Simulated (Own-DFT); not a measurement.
Hf₃₆O₇₁ (tetragonal hafnia with one neutral oxygen vacancy, atoms displaced) (calculated)

Computed with Own-DFT development build. A calculation, not a measurement: plane-wave PBE and HSE06 DFT by an unreviewed code, no spin, of a simulated cell at Gamma alone, so results move with cell size and shape, stress positive in tension, energies less offsets, not probed for a lower state with spin; hafnium file: forces about 75 meV/angstrom off all-electron values; oxygen file: force components 24 meV/angstrom off all-electron in a glass; k mesh not checked against a denser one; forces and stress are PBE's, HSE06 gives the energy alone, and its difference from PBE has offsets of its own; offsets are fitted by least squares, one for each functional and potential file, so energies compare only between cells with the same atoms and settings and are not formation energies; the far tail of each file's local potential was reset to the Coulomb form; each entry is a single point on an unrelaxed cell, so the pressure reflects the starting lattice, taken from the Materials Project, from which strain is counted, and rises with the displacements; printed positions are rounded, which can move forces by about a meV/angstrom; the program is a retired in-house code; no spin-orbit coupling.

```yaml
- formula: Hf36O71
  kind: "tetragonal hafnia with one neutral oxygen vacancy, atoms displaced"
  structure:
    cell_angstrom: [[10.78, 0.0, 0.0], [0.0, 10.78, 0.0], [0.0, 0.0, 10.4493]]
    atoms_fractional:
      - [Hf, 0.99301, 0.99545, 0.00018]
      - [Hf, 0.17092, 0.17497, 0.25598]
      - [O, 0.00236, 0.16349, 0.15019]
      - [O, 0.16613, 0.00085, 0.34159]
      - [O, 0.99559, 0.16675, 0.39364]
      - [O, 0.15702, 0.99784, 0.09719]
      - [Hf, 0.9937, 0.99337, 0.50286]
      - [Hf, 0.16886, 0.16201, 0.7557]
      - [O, 0.00645, 0.16681, 0.65065]
      - [O, 0.16752, 0.00604, 0.85276]
      - [O, 0.99798, 0.16683, 0.90109]
      - [O, 0.16448, 0.00427, 0.59806]
      - [Hf, 0.99223, 0.33308, 0.99771]
      - [Hf, 0.16778, 0.4987, 0.25599]
      - [O, 0.99541, 0.50365, 0.15414]
      - [O, 0.16841, 0.33013, 0.35757]
      - [O, 0.0016, 0.49589, 0.39983]
      - [Hf, 0.00728, 0.33673, 0.49825]
      - [Hf, 0.17279, 0.50433, 0.74587]
      - [O, 0.99318, 0.50297, 0.65795]
      - [O, 0.16052, 0.3389, 0.84604]
      - [O, 0.9981, 0.49891, 0.8909]
      - [O, 0.16206, 0.33588, 0.59221]
      - [Hf, 0.00353, 0.66816, 0.99679]
      - [Hf, 0.17022, 0.83661, 0.24928]
      - [O, 0.99925, 0.83167, 0.1548]
      - [O, 0.16197, 0.66816, 0.35158]
      - [O, 0.00365, 0.83662, 0.40866]
      - [O, 0.15532, 0.66714, 0.09356]
      - [Hf, 0.00353, 0.66337, 0.50329]
      - [Hf, 0.17038, 0.83908, 0.74762]
      - [O, 0.00724, 0.83211, 0.64516]
      - [O, 0.15892, 0.6644, 0.85224]
      - [O, 0.00219, 0.83047, 0.89977]
      - [O, 0.16775, 0.66723, 0.59629]
      - [Hf, 0.33788, 0.99984, 0.00658]
      - [Hf, 0.49898, 0.16669, 0.25517]
      - [O, 0.3345, 0.16688, 0.15411]
      - [O, 0.50057, 0.99071, 0.34997]
      - [O, 0.33761, 0.16822, 0.40148]
      - [O, 0.50141, 0.99414, 0.09485]
      - [Hf, 0.33236, 0.00634, 0.49733]
      - [Hf, 0.49673, 0.1645, 0.74752]
      - [O, 0.33992, 0.16849, 0.65368]
      - [O, 0.50261, 0.99673, 0.84767]
      - [O, 0.33273, 0.16173, 0.90094]
      - [O, 0.50185, 0.99488, 0.59614]
      - [Hf, 0.33495, 0.34052, 0.00237]
      - [Hf, 0.49723, 0.49949, 0.24757]
      - [O, 0.33583, 0.50468, 0.15101]
      - [O, 0.50529, 0.33238, 0.34887]
      - [O, 0.34061, 0.49241, 0.405]
      - [O, 0.49185, 0.3366, 0.09481]
      - [Hf, 0.32974, 0.3242, 0.50917]
      - [Hf, 0.50324, 0.50435, 0.74066]
      - [O, 0.3259, 0.50186, 0.65436]
      - [O, 0.48678, 0.3363, 0.84434]
      - [O, 0.33353, 0.50532, 0.9093]
      - [O, 0.50539, 0.335, 0.60227]
      - [Hf, 0.33323, 0.67791, 0.00143]
      - [Hf, 0.50412, 0.82643, 0.24349]
      - [O, 0.33879, 0.82753, 0.15211]
      - [O, 0.508, 0.66263, 0.35177]
      - [O, 0.33409, 0.83249, 0.4078]
      - [O, 0.5073, 0.67135, 0.09018]
      - [Hf, 0.33737, 0.66737, 0.492]
      - [Hf, 0.49812, 0.83436, 0.74432]
      - [O, 0.3327, 0.84058, 0.65549]
      - [O, 0.48807, 0.65757, 0.85478]
      - [O, 0.33255, 0.83133, 0.8939]
      - [O, 0.49783, 0.66019, 0.59429]
      - [Hf, 0.66445, 0.00173, 0.00276]
      - [Hf, 0.83135, 0.16848, 0.24987]
      - [O, 0.66903, 0.16996, 0.1578]
      - [O, 0.82884, 0.99656, 0.34079]
      - [O, 0.66573, 0.16475, 0.40267]
      - [O, 0.83533, 0.99418, 0.102]
      - [Hf, 0.66696, 0.00647, 0.50004]
      - [Hf, 0.83537, 0.16486, 0.75124]
      - [O, 0.66994, 0.16719, 0.64918]
      - [O, 0.83529, 0.00703, 0.84006]
      - [O, 0.66439, 0.17031, 0.89181]
      - [O, 0.83432, 0.00149, 0.59432]
      - [Hf, 0.67251, 0.33557, 0.00184]
      - [Hf, 0.8326, 0.49877, 0.24954]
      - [O, 0.6687, 0.4987, 0.15835]
      - [O, 0.83424, 0.3469, 0.35131]
      - [O, 0.66442, 0.49622, 0.40846]
      - [O, 0.84663, 0.33026, 0.10287]
      - [Hf, 0.66532, 0.33421, 0.496]
      - [Hf, 0.83302, 0.5107, 0.7586]
      - [O, 0.67135, 0.50583, 0.64956]
      - [O, 0.83238, 0.32827, 0.85313]
      - [O, 0.66737, 0.49121, 0.89649]
      - [O, 0.84188, 0.33165, 0.59677]
      - [Hf, 0.66705, 0.66045, 0.99764]
      - [Hf, 0.83091, 0.83039, 0.24265]
      - [O, 0.66761, 0.83927, 0.14602]
      - [O, 0.83655, 0.66322, 0.34653]
      - [O, 0.65794, 0.83414, 0.39314]
      - [O, 0.83833, 0.66642, 0.09406]
      - [Hf, 0.66619, 0.67329, 0.49836]
      - [Hf, 0.82712, 0.83058, 0.74897]
      - [O, 0.66827, 0.83259, 0.65782]
      - [O, 0.84147, 0.66951, 0.84208]
      - [O, 0.66672, 0.83176, 0.898]
      - [O, 0.8409, 0.6643, 0.6026]
  settings:
    first_functional: PBE
    second_functional: HSE06
    exact_exchange_share: 0.25
    "screening [1/bohr]": 0.11
    exchange_divergence: Gygi-Baldereschi
    potential_files: "PseudoDojo norm-conserving, scalar-relativistic, made for PBE, standard set"
    "wave_cutoff [hartree]": 48.0
    occupations: fixed
    k_mesh: "1 x 1 x 1 centred on Gamma"
  results:
    "PBE_energy_of_cell_above_offsets [eV]": "-96.570"
    "HSE06_less_PBE_above_offsets [eV]": "0.087"
    "PBE_pressure [GPa]": 2.08
    "PBE_stress_xx [GPa]": -3.1
    "PBE_stress_yy [GPa]": -0.64
    "PBE_stress_zz [GPa]": -2.49
    "PBE_stress_yz [GPa]": 0.5
    "PBE_stress_xz [GPa]": 0.01
    "PBE_stress_xy [GPa]": 0.17
    force_element: [Hf, Hf, O, O, O, O, Hf, Hf, O, O, O, O, Hf, Hf, O, O, O, Hf, Hf, O, O, O, O, Hf, Hf, O, O, O, O, Hf, Hf, O, O, O, O, Hf, Hf, O, O, O, O, Hf, Hf, O, O, O, O, Hf, Hf, O, O, O, O, Hf, Hf, O, O, O, O, Hf, Hf, O, O, O, O, Hf, Hf, O, O, O, O, Hf, Hf, O, O, O, O, Hf, Hf, O, O, O, O, Hf, Hf, O, O, O, O, Hf, Hf, O, O, O, O, Hf, Hf, O, O, O, O, Hf, Hf, O, O, O, O]
    "force_x [eV/angstrom]": [1.382, -2.256, -0.038, 1.076, 0.006, 2.295, 1.203, -1.342, -0.372, -0.014, 0.135, 1.211, 2.909, -1.212, 1.509, 0.56, 0.887, -3.22, -3.06, 1.759, 0.939, -0.828, 2.228, -0.461, -1.764, 0.125, 0.945, -0.216, 3.137, -0.215, -1.389, -1.063, 0.899, -0.368, 1.117, -2.334, 0.304, 0.253, -0.552, 0.127, 0.139, -0.329, 2.274, -1.74, -0.113, 0.351, -0.43, -1.582, 0.398, -0.779, -0.089, -0.346, 2.453, 0.765, -0.536, 2.738, 0.332, -0.763, -1.06, -0.888, 1.102, -0.92, -0.842, -0.113, -0.595, -1.38, -0.207, 0.483, 1.34, 0.037, 0.28, 0.808, 2.776, -1.282, -0.177, -0.059, -1.305, 0.357, 0.772, -0.885, -0.295, -0.315, -1.003, -0.149, 1.202, -0.822, -0.712, -0.248, -3.647, 1.886, 1.153, -0.567, -0.262, 0.055, -1.291, 0.875, 0.911, -0.249, -0.559, 0.75, -2.031, 1.164, 2.328, -0.896, -1.165, 0.326, -1.721]
    "force_y [eV/angstrom]": [0.879, -1.287, 0.532, 0.146, -0.003, -0.76, 1.638, 1.415, -0.354, -1.681, -0.389, -0.038, 0.214, 0.044, -0.586, 0.946, 1.082, -1.371, -0.115, 0.176, -1.052, 0.111, -0.012, -1.175, -0.035, 0.106, -0.137, -1.142, 0.264, 0.196, -0.655, 0.452, 1.019, 1.274, -0.081, 0.751, -0.185, -0.448, 1.647, -0.169, 0.462, -1.881, 1.152, -0.058, 0.005, 0.348, 0.25, -0.039, -0.903, 0.215, -0.37, 0.651, -0.131, 1.93, -1.345, -0.368, -0.267, -0.165, 0.01, -2.189, 0.556, 0.09, 0.376, 0.436, -0.091, -1.028, -0.212, -0.264, 1.512, 1.156, 0.773, -0.229, 0.176, -0.073, 0.199, 0.385, 0.542, -0.633, 2.363, -0.64, -2.572, -0.271, -0.474, -1.335, 0.793, -0.171, -2.721, 1.786, 0.072, 0.111, -3.042, 0.222, 0.912, 1.507, -0.27, 0.774, -0.003, -0.454, 0.859, -0.296, 0.233, -1.626, 0.822, -0.492, 0.909, -0.269, 1.078]
    "force_z [eV/angstrom]": [-0.229, -1.593, 0.298, 0.729, 0.844, -0.176, -0.658, 0.055, 0.582, -0.41, 0.26, -0.167, -1.437, -0.822, -0.132, -0.814, 0.107, 0.267, 1.979, -1.185, 0.005, 2.06, 1.393, -0.832, 0.063, 0.074, -0.737, -1.047, 1.434, -0.249, 0.768, 1.129, -0.979, -0.028, 0.104, -1.479, -0.007, 0.006, -0.883, -0.113, 0.799, 0.444, 1.534, -1.339, -0.055, 0.72, 0.203, -1.707, 1.09, 0.709, -0.587, -0.299, 0.788, -0.045, 0.81, -1.089, -0.228, 0.068, -0.585, -0.941, 1.422, -0.314, -1.077, -0.754, 1.424, 0.804, 1.447, -0.873, -1.365, 0.958, 0.576, -1.372, 1.17, -1.27, 0.567, -0.586, -0.941, -0.448, -1.606, -0.142, 1.321, 2.08, 0.377, -0.607, 0.667, -1.551, -0.435, -0.457, 0.493, 1.45, -2.071, 0.49, 0.472, 0.811, -0.257, -0.405, 0.922, -0.184, 0.294, 1.107, -0.295, -0.245, 0.013, -1.63, 1.554, 0.611, -0.614]
```
